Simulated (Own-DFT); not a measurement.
# Reading a pressure off an energy slope: monoclinic HfO2, 94 atoms (Hf32O62), with two O vacancies

All values are computed. Each geometry was run twice at fixed positions with Own-DFT, a retired in-house plane-wave program that no person has reviewed: with PBE, and with HSE06 (exact exchange share 0.25 at short range, screening 0.11 per bohr, Gygi-Baldereschi treatment of its divergence). Both used PseudoDojo norm-conserving files made for PBE, a cutoff of 48 hartree, the Gamma point alone, fixed occupations, a neutral cell and no spin. One k point on a cell 10.1 Å thick isn't converged, and results move with the size of the cell. The hafnium file keeps the 4f electrons in the core, and its forces lie about 75 meV/Å off all-electron values. The oxygen file's force components were 24 meV/Å off all-electron values in a glass.

Unstrained cell vectors in Å: (10.234, 0.000, 0.000); (0.000, 10.350, 0.000); (-1.695, 0.000, 10.445), volume V0 = 1106.4 Å³, from measured lattice constants. Each geometry has its own random strain of a few per cent, its own defect sites and random moves of rms u per axis. HSE06 gave the energy alone. D is its energy less that of PBE, over the lowest D shown. The PBE stress wasn't checked against mesh or cutoff.

| run | V - V0 (Å³) | u (Å) | P with PBE (GPa) | D (eV) |
|---|---|---|---|---|
| 1 | 28.1 | 0.0485 | -0.49 | 1.543 |
| 2 | 12.7 | 0.0317 | 1.74 | 1.001 |
| 3 | -7.4 | 0.0301 | 5.34 | 0.545 |
| 4 | -31.8 | 0.0296 | 11.84 | 0.034 |
| 5 | -11.0 | 0.0319 | 7.17 | 0.474 |
| 6 | -16.2 | 0.0513 | 7.33 | 0.799 |
| 7 | -4.4 | 0.0492 | 5.56 | 0.795 |
| 8 | -34.3 | 0.0482 | 14.49 | 0.000 |
| 9 | -25.5 | 0.0464 | 11.30 | 0.253 |
| 10 | -2.5 | 0.0476 | 7.02 | 0.798 |
| 11 | -22.7 | 0.0283 | 9.23 | ? |

## What the rows give

D = 0.58 + 0.0229 (V - V0) + 142 u² eV, with an error of 0.0017 on the volume slope, 46 on the last term and a scatter of 0.10 eV. Pressure is -dE/dV, and 1 eV/Å³ is 160.2 GPa, so HSE06 changes the pressure by -3.7 ± 0.3 GPa. With the ions held to the strained lattice, the PBE pressure falls by 253 ± 21 GPa per unit of volume strain; the shape of the strain isn't fitted, so the true error is larger, and a relaxed crystal would be softer. On that slope HSE06's volume at a given pressure is about 1.4 % smaller, or 0.5 % in lengths. At u = 0 and V0 the PBE pressure is 3.9 GPa, which puts the zero-pressure volume, against the measured cell and with the defects in, at +1.6 % for PBE and +0.1 % for HSE06, each good to a few tenths of a per cent.

## The run left out

Asked: what D should run 11 give?

The fitted form gives 0.18 eV, with rows scattering by 0.10. The calculation gave 0.201 eV.
